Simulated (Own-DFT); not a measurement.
Hf36O71 (tetragonal hafnia with one neutral oxygen vacancy, atoms displaced) (calculated)

All values are calculated (Own-DFT development build). A calculation, not a measurement: plane-wave PBE and HSE06 DFT by an unreviewed code, no spin, of a simulated cell at Gamma alone, so results move with cell size and shape, stress positive in tension, energies less offsets, not probed for a lower state with spin; hafnium file: forces about 75 meV/angstrom off all-electron values; oxygen file: force components 24 meV/angstrom off all-electron in a glass; k mesh not checked against a denser one; forces and stress are PBE's, HSE06 gives the energy alone, and its difference from PBE has offsets of its own; offsets are fitted by least squares, one for each functional and potential file, so energies compare only between cells with the same atoms and settings and are not formation energies; the far tail of each file's local potential was reset to the Coulomb form; each entry is a single point on an unrelaxed cell, so the pressure reflects the starting lattice, taken from the Materials Project, from which strain is counted, and rises with the displacements; printed positions are rounded, which can move forces by about a meV/angstrom; the program is a retired in-house code; no spin-orbit coupling.

Common to all runs: first functional PBE; second functional HSE06; exact exchange share 0.25; screening 0.11 1/bohr; exchange divergence Gygi-Baldereschi; potential files PseudoDojo norm-conserving, scalar-relativistic, made for PBE, standard set; wave cutoff 48 hartree; occupations fixed; k mesh 1 x 1 x 1 centred on Gamma.

(1) Hf36O71 (tetragonal hafnia with one neutral oxygen vacancy, atoms displaced)

```
Hf36O71
1.0
     10.7800     0.0000     0.0000
      0.0000    10.7800     0.0000
      0.0000     0.0000    10.4493
Hf O Hf O Hf O Hf O Hf O Hf O Hf O Hf O Hf O Hf O Hf O Hf O Hf O Hf O Hf O Hf O Hf O Hf O
2 4 2 4 2 4 2 4 2 4 2 4 2 4 2 4 2 4 2 3 2 4 2 4 2 4 2 4 2 4 2 4 2 4 2 4
Direct
  0.00160 0.99972 0.99521
  0.16343 0.16938 0.25170
  0.99803 0.16691 0.15230
  0.16677 0.00084 0.34771
  0.99763 0.16702 0.39754
  0.16673 0.99842 0.10150
  0.99711 0.99957 0.50089
  0.16690 0.16555 0.75078
  0.99933 0.17024 0.65246
  0.17082 0.99839 0.84805
  0.99492 0.16370 0.90169
  0.16989 0.99873 0.60103
  0.99932 0.33235 0.99681
  0.17106 0.49520 0.24739
  0.99535 0.49439 0.15072
  0.16720 0.33484 0.34448
  0.99699 0.50054 0.40479
  0.16416 0.33801 0.09491
  0.99847 0.33058 0.49359
  0.16838 0.50219 0.74945
  0.00251 0.50055 0.65512
  0.16413 0.32948 0.84834
  0.99674 0.49968 0.90316
  0.16689 0.33526 0.60118
  0.00045 0.66533 0.00111
  0.16816 0.83031 0.24942
  0.00101 0.83246 0.15207
  0.16690 0.66305 0.34320
  0.99923 0.83330 0.40312
  0.16338 0.66263 0.09675
  0.00194 0.66725 0.50075
  0.16584 0.83059 0.75509
  0.99962 0.83275 0.64981
  0.16431 0.66234 0.84540
  0.00155 0.83842 0.90372
  0.16766 0.66595 0.59326
  0.33332 0.00061 0.00054
  0.50115 0.16894 0.25044
  0.33680 0.16326 0.15447
  0.50210 0.00045 0.35077
  0.32998 0.16741 0.40477
  0.49784 0.99753 0.09411
  0.33880 0.00491 0.50345
  0.49665 0.16542 0.74943
  0.33147 0.16549 0.65439
  0.49888 0.99968 0.84296
  0.33232 0.16473 0.90718
  0.49764 0.00192 0.59972
  0.33390 0.33724 0.99780
  0.50073 0.50115 0.24961
  0.33307 0.50035 0.14982
  0.49812 0.33022 0.34457
  0.33430 0.50511 0.40731
  0.49460 0.33504 0.10061
  0.32982 0.33574 0.49548
  0.50111 0.49861 0.74907
  0.33512 0.50005 0.65289
  0.49567 0.33315 0.84491
  0.49941 0.33394 0.59895
  0.33164 0.66892 0.99544
  0.50208 0.83429 0.25095
  0.34035 0.83489 0.15060
  0.50102 0.66453 0.34269
  0.33274 0.83373 0.40624
  0.49666 0.66935 0.09402
  0.33340 0.66481 0.50320
  0.49809 0.83468 0.74986
  0.33568 0.83237 0.65151
  0.50202 0.66569 0.85202
  0.33129 0.83490 0.89875
  0.50483 0.66662 0.59747
  0.66753 0.99749 0.99681
  0.82987 0.16634 0.25350
  0.66738 0.16385 0.15456
  0.83168 0.00492 0.34694
  0.67160 0.16881 0.40409
  0.83510 0.00478 0.09766
  0.66571 0.00018 0.50003
  0.83519 0.16667 0.75227
  0.66715 0.16663 0.65225
  0.83135 0.99610 0.84984
  0.66238 0.16426 0.90356
  0.83382 0.99965 0.60116
  0.66734 0.33636 0.99779
  0.83743 0.49449 0.24882
  0.66617 0.50062 0.15414
  0.83786 0.33361 0.34517
  0.66426 0.49995 0.40042
  0.83365 0.33739 0.09571
  0.67080 0.33858 0.49788
  0.83502 0.49780 0.75069
  0.66738 0.49880 0.65373
  0.83592 0.33423 0.84959
  0.67004 0.50071 0.90764
  0.82988 0.33934 0.59760
  0.66667 0.67290 0.99934
  0.83673 0.83100 0.25100
  0.67342 0.83728 0.14813
  0.83006 0.66879 0.34808
  0.66947 0.83930 0.40142
  0.83289 0.66350 0.09827
  0.66853 0.66682 0.49935
  0.83390 0.83323 0.74127
  0.66706 0.83399 0.65504
  0.83429 0.66750 0.84676
  0.66656 0.83343 0.90501
  0.83793 0.66793 0.59956
```

* PBE energy of cell above offsets: -101.200 eV
* HSE06 less PBE above offsets: -0.158 eV
* PBE pressure: 0.94 GPa
* PBE stress xx: 0.51 GPa
* PBE stress yy: -1.63 GPa
* PBE stress zz: -1.71 GPa
* PBE stress yz: 0.16 GPa
* PBE stress xz: -0.27 GPa
* PBE stress xy: -0.01 GPa

Force:
```
element  x (eV/Å)  y (eV/Å)  z (eV/Å)
     Hf    -0.448     0.344     1.708
     Hf     0.373    -1.823     -1.01
      O     0.477     0.462     0.106
      O    -0.308    -0.118    -0.078
      O       0.4    -0.067     0.664
      O    -0.001    -0.003    -0.648
     Hf     1.212    -0.056    -0.186
     Hf     0.042    -0.209    -0.246
      O    -0.082    -0.115    -0.325
      O    -0.428     0.268     0.071
      O     0.233     0.303    -0.453
      O    -0.835     0.114    -0.385
     Hf    -0.146     0.084      0.49
     Hf    -0.948     1.167    -0.784
      O      1.42     0.356     0.283
      O     0.038    -0.008     0.901
      O     0.032    -0.201    -0.203
      O     0.742    -0.215     0.212
     Hf     0.072      0.57      1.37
     Hf    -0.259    -1.595    -0.204
      O    -0.376     0.106    -0.129
      O     0.343     0.824    -0.047
      O     0.211     0.098    -0.066
      O     -0.08     -0.15    -1.102
     Hf      -1.1     0.154    -0.107
     Hf     0.447     1.061     0.065
      O     0.011    -0.266     0.185
      O    -0.088      0.12     0.188
      O    -0.022     0.135    -0.077
      O     0.792     0.295    -0.242
     Hf     -0.25    -0.208    -0.286
     Hf     0.385     1.079    -0.999
      O     0.662     0.072     0.157
      O     0.419     0.729     0.501
      O     0.446     -1.57    -0.609
      O    -0.041     0.011     0.684
     Hf    -0.296      0.04     0.719
     Hf    -0.119    -0.656    -0.616
      O    -0.948     0.203     0.305
      O    -0.034     0.276    -0.049
      O      0.07     0.398    -0.034
      O     0.874    -0.027     0.115
     Hf    -1.582    -0.877    -0.627
     Hf     0.863     0.291    -0.159
      O     0.099     0.099    -0.111
      O    -0.028    -0.201     0.377
      O     0.076     0.717    -0.471
      O     1.028    -0.069     0.062
     Hf    -0.177    -0.056     0.055
     Hf     0.443    -0.494    -0.658
      O      0.09    -0.004    -0.087
      O    -0.127     0.955     0.549
      O    -0.122    -1.236    -0.967
      O     0.944    -0.042    -0.775
     Hf     0.768    -0.367     1.211
     Hf     0.064     0.163     0.046
      O    -0.154     0.351      0.58
      O     -0.25     0.421     0.596
      O    -0.058     0.045    -0.794
     Hf      0.59    -0.554     0.503
     Hf     0.148     0.176    -0.518
      O    -1.396    -0.339     0.369
      O     0.238     0.839     0.541
      O     0.172    -0.194      -0.3
      O     0.414    -0.124     0.183
     Hf     0.552     1.482    -0.111
     Hf     0.068     -0.49     0.138
      O    -0.452    -0.342     0.507
      O    -0.631    -0.049    -0.713
      O     -0.12    -0.647     0.091
      O    -0.452    -0.036    -0.152
     Hf     0.441     0.472     1.026
     Hf     0.375    -0.553    -1.394
      O    -0.513     0.412     -0.07
      O     0.316    -1.225     0.638
      O    -0.135      0.16     0.088
      O     0.075    -0.209    -0.368
     Hf     0.061     0.845     0.131
     Hf    -0.739    -0.515     0.093
      O     0.045    -0.092     0.406
      O    -0.007     0.471    -0.634
      O       0.2     0.897     -0.13
      O    -0.012    -0.047    -0.399
     Hf    -0.267    -0.446     0.847
     Hf    -0.819     1.334    -0.488
      O    -0.129    -0.255     0.183
      O     -0.21    -0.037     0.792
      O     0.076     0.196     0.303
      O    -0.614    -0.214     0.015
     Hf    -1.318     -0.82     0.747
     Hf     0.255     0.705     0.211
      O     0.222     0.269    -0.152
      O     -0.33    -0.577    -0.271
      O    -0.158    -0.036    -0.693
      O     1.153     -0.27      -0.2
     Hf     0.023    -0.844     0.513
     Hf    -0.158     0.645    -0.428
      O    -0.855    -0.397     0.645
      O     0.057    -0.672     0.092
      O    -0.207    -1.157     0.277
      O     0.406     0.278    -0.097
     Hf     0.376     0.184      -0.2
     Hf     0.026    -0.237     1.409
      O    -0.375     0.061     -0.62
      O    -0.001     0.262    -0.209
      O    -0.286     0.047    -0.844
      O    -0.878    -0.031     -0.42
```

(2) Hf36O71 (tetragonal hafnia with one neutral oxygen vacancy, atoms displaced)

```
Hf36O71
1.0
     10.7800     0.0000     0.0000
      0.0000    10.7800     0.0000
      0.0000     0.0000    10.4493
Hf O Hf O Hf O Hf O Hf O Hf O Hf O Hf O Hf O Hf O Hf O Hf O Hf O Hf O Hf O Hf O Hf O Hf O
2 3 2 4 2 4 2 4 2 4 2 4 2 4 2 4 2 4 2 4 2 4 2 4 2 4 2 4 2 4 2 4 2 4 2 4
Direct
  0.00348 0.99762 0.99791
  0.16697 0.16624 0.25154
  0.16718 0.00058 0.34840
  0.99666 0.16368 0.40217
  0.16853 0.99614 0.09553
  0.99854 0.00287 0.49478
  0.16911 0.16660 0.74951
  0.00006 0.17308 0.65491
  0.16653 0.99490 0.85338
  0.99592 0.16581 0.90011
  0.16820 0.00010 0.59622
  0.00520 0.33326 0.00082
  0.16953 0.50149 0.24939
  0.00448 0.49913 0.15146
  0.16213 0.34119 0.34439
  0.00148 0.50052 0.39871
  0.16698 0.33914 0.09745
  0.99813 0.33752 0.50268
  0.16923 0.50128 0.75302
  0.00008 0.50198 0.64786
  0.16513 0.33944 0.85129
  0.00037 0.49692 0.90127
  0.17179 0.33415 0.59963
  0.99762 0.66552 0.00423
  0.16779 0.83348 0.25446
  0.99951 0.83311 0.15379
  0.16470 0.66773 0.34524
  0.99903 0.83008 0.39957
  0.16815 0.66690 0.09822
  0.00203 0.65870 0.49951
  0.16540 0.83565 0.75159
  0.00288 0.83820 0.64883
  0.16722 0.66421 0.85055
  0.99978 0.83237 0.89851
  0.16831 0.66388 0.60004
  0.33622 0.00332 0.99799
  0.50032 0.17140 0.25428
  0.33101 0.16569 0.14883
  0.50092 0.99931 0.34952
  0.33190 0.16755 0.40140
  0.49894 0.00022 0.09922
  0.33802 0.99763 0.49751
  0.49836 0.16794 0.74579
  0.33377 0.16738 0.65494
  0.50291 0.00252 0.84544
  0.33345 0.16635 0.90421
  0.50449 0.00031 0.60066
  0.33663 0.33873 0.99826
  0.50171 0.49443 0.25140
  0.33347 0.50509 0.15003
  0.49699 0.33292 0.34614
  0.33397 0.49915 0.40359
  0.50268 0.33132 0.09962
  0.33374 0.32950 0.49819
  0.50102 0.50556 0.75063
  0.33421 0.49793 0.65355
  0.50220 0.33201 0.84632
  0.33563 0.50580 0.90031
  0.50065 0.33916 0.59628
  0.33196 0.66988 0.99933
  0.49887 0.83464 0.24290
  0.33442 0.83077 0.15017
  0.49790 0.66244 0.34493
  0.33180 0.83504 0.39903
  0.50058 0.66481 0.09876
  0.33190 0.66968 0.50353
  0.50157 0.83148 0.74784
  0.33249 0.83075 0.65321
  0.49950 0.66724 0.84098
  0.33010 0.83402 0.89954
  0.49764 0.66542 0.59805
  0.66359 0.00127 0.99408
  0.83213 0.16650 0.24886
  0.66933 0.16821 0.15604
  0.83277 0.00079 0.34446
  0.67037 0.16605 0.40341
  0.83602 0.99991 0.09446
  0.66579 0.00121 0.50187
  0.83378 0.16562 0.74822
  0.66891 0.16434 0.65203
  0.83160 0.99994 0.84401
  0.66422 0.17252 0.90286
  0.83807 0.00203 0.59412
  0.66987 0.33147 0.99994
  0.83560 0.49846 0.25137
  0.66463 0.49997 0.14748
  0.83100 0.33394 0.35284
  0.67165 0.50473 0.40512
  0.83350 0.33623 0.09665
  0.66656 0.33710 0.49894
  0.83408 0.50279 0.74566
  0.66833 0.49899 0.64867
  0.83374 0.32966 0.84825
  0.66614 0.50035 0.90920
  0.83158 0.34044 0.59246
  0.67250 0.66811 0.99880
  0.83666 0.83242 0.24847
  0.66715 0.83230 0.14874
  0.82917 0.66359 0.34935
  0.67198 0.83515 0.40405
  0.82962 0.66611 0.09701
  0.66353 0.67051 0.50355
  0.83527 0.83568 0.74862
  0.66824 0.83060 0.65314
  0.83486 0.67143 0.84743
  0.66573 0.83449 0.90081
  0.82757 0.66623 0.60136
```

- PBE energy of cell above offsets: -100.963 eV
- HSE06 less PBE above offsets: -0.155 eV
- PBE pressure: 0.68 GPa
- PBE stress xx: -0.23 GPa
- PBE stress yy: -0.59 GPa
- PBE stress zz: -1.22 GPa
- PBE stress yz: -0.09 GPa
- PBE stress xz: 0.02 GPa
- PBE stress xy: -0.02 GPa

Force:
```
element  x (eV/Å)  y (eV/Å)  z (eV/Å)
     Hf    -0.226     0.319     0.214
     Hf    -0.491     0.425    -0.629
      O     0.047     0.213    -0.141
      O     0.405     1.471    -0.335
      O    -0.237     0.478     0.478
     Hf     0.455    -1.441     0.372
     Hf    -0.697     0.117     0.468
      O     0.419     0.031    -0.397
      O    -0.034     1.405    -0.842
      O     0.701    -0.194     0.889
      O     0.238     0.426     0.116
     Hf    -0.823    -0.127    -0.275
     Hf     0.261     0.302     -0.52
      O    -0.941     0.481     0.021
      O     0.219    -1.971     0.523
      O    -0.328    -0.186     0.211
      O     0.683    -0.689     0.006
     Hf     0.539    -0.721    -0.382
     Hf     0.096     0.236    -0.375
      O     0.185    -0.142     0.066
      O     0.405    -1.393    -0.286
      O    -0.401     1.031     0.056
      O     -0.86    -0.285    -0.267
     Hf     0.755    -0.212    -0.683
     Hf    -0.189     0.057    -0.886
      O     0.448    -0.315     -0.51
      O     0.137    -0.156     0.793
      O     0.026     0.234     0.302
      O     -0.56     0.233    -0.132
     Hf    -0.633     1.442      0.16
     Hf    -0.152    -0.632    -0.035
      O    -0.373    -0.421     0.378
      O    -0.163     0.611    -0.259
      O    -0.023    -0.296     0.429
      O    -0.455     0.037    -0.331
     Hf     -0.48    -0.567     0.368
     Hf     0.076    -1.223    -1.222
      O     0.295     0.167     0.804
      O    -0.221     0.313    -0.001
      O     0.139    -0.469     -0.03
      O     0.443    -0.047    -0.236
     Hf    -0.484     0.078     0.337
     Hf     1.019     0.377     0.763
      O     0.034    -0.101    -0.594
      O    -0.144    -0.318     0.211
      O    -0.249     0.654    -0.583
      O    -1.069    -0.136    -0.269
     Hf     0.001    -0.149      0.25
     Hf    -0.047     1.986        -1
      O     0.441    -0.713     0.145
      O     0.333    -0.176     0.821
      O    -0.185      0.03     0.208
      O    -0.687    -0.074    -0.044
     Hf    -0.015     1.588     0.611
     Hf    -0.094    -1.424    -0.366
      O     0.058     0.332     0.208
      O    -0.573     0.583    -0.064
      O      0.13    -0.859     0.079
      O    -0.174    -0.713    -0.248
     Hf     0.358     0.094     0.588
     Hf     0.602    -1.029     0.349
      O    -0.299     0.185     0.176
      O      0.11     0.987     0.251
      O      0.02    -0.245     0.372
      O     0.147     0.477    -0.925
     Hf     0.237    -0.883    -0.771
     Hf    -0.126     0.487     0.425
      O     0.336     0.251    -0.527
      O      0.19     0.608     0.691
      O     0.553      0.24     0.156
      O     0.101     0.251     0.079
     Hf     0.529     0.058     0.615
     Hf     0.883    -0.039     0.106
      O    -0.773    -0.095    -0.237
      O     0.236    -0.195    -0.139
      O    -0.588     0.363     0.014
      O    -0.271     0.418     -0.19
     Hf     0.882    -0.071    -0.618
     Hf     0.098     0.338     0.605
      O    -0.431     0.215    -0.096
      O    -0.245     0.188     0.117
      O      0.12    -1.534    -0.141
      O    -0.779     -0.02     0.204
     Hf    -0.062     0.869      0.12
     Hf    -0.732    -0.014    -0.338
      O     0.662    -0.185     1.295
      O     0.285    -0.063    -0.777
      O    -0.627    -0.937    -0.412
      O     0.832    -0.434      0.46
     Hf     0.239     0.122     0.042
     Hf    -0.233    -0.399     0.806
      O    -0.467     0.149     0.835
      O    -0.205     0.852    -0.754
      O     0.125     0.161    -1.233
      O     0.333    -0.213     0.738
     Hf    -1.596    -0.185     0.418
     Hf    -0.816     0.104     0.696
      O     0.096     0.269      0.28
      O      0.61     0.385    -0.447
      O    -0.411    -0.077     0.082
      O     1.283    -0.051     0.508
     Hf     0.542    -0.088    -1.014
     Hf      0.54    -0.277    -0.314
      O    -0.346     0.275    -0.136
      O    -0.141    -0.809     0.141
      O    -0.164     0.077    -0.151
      O     1.385    -0.098    -0.288
```
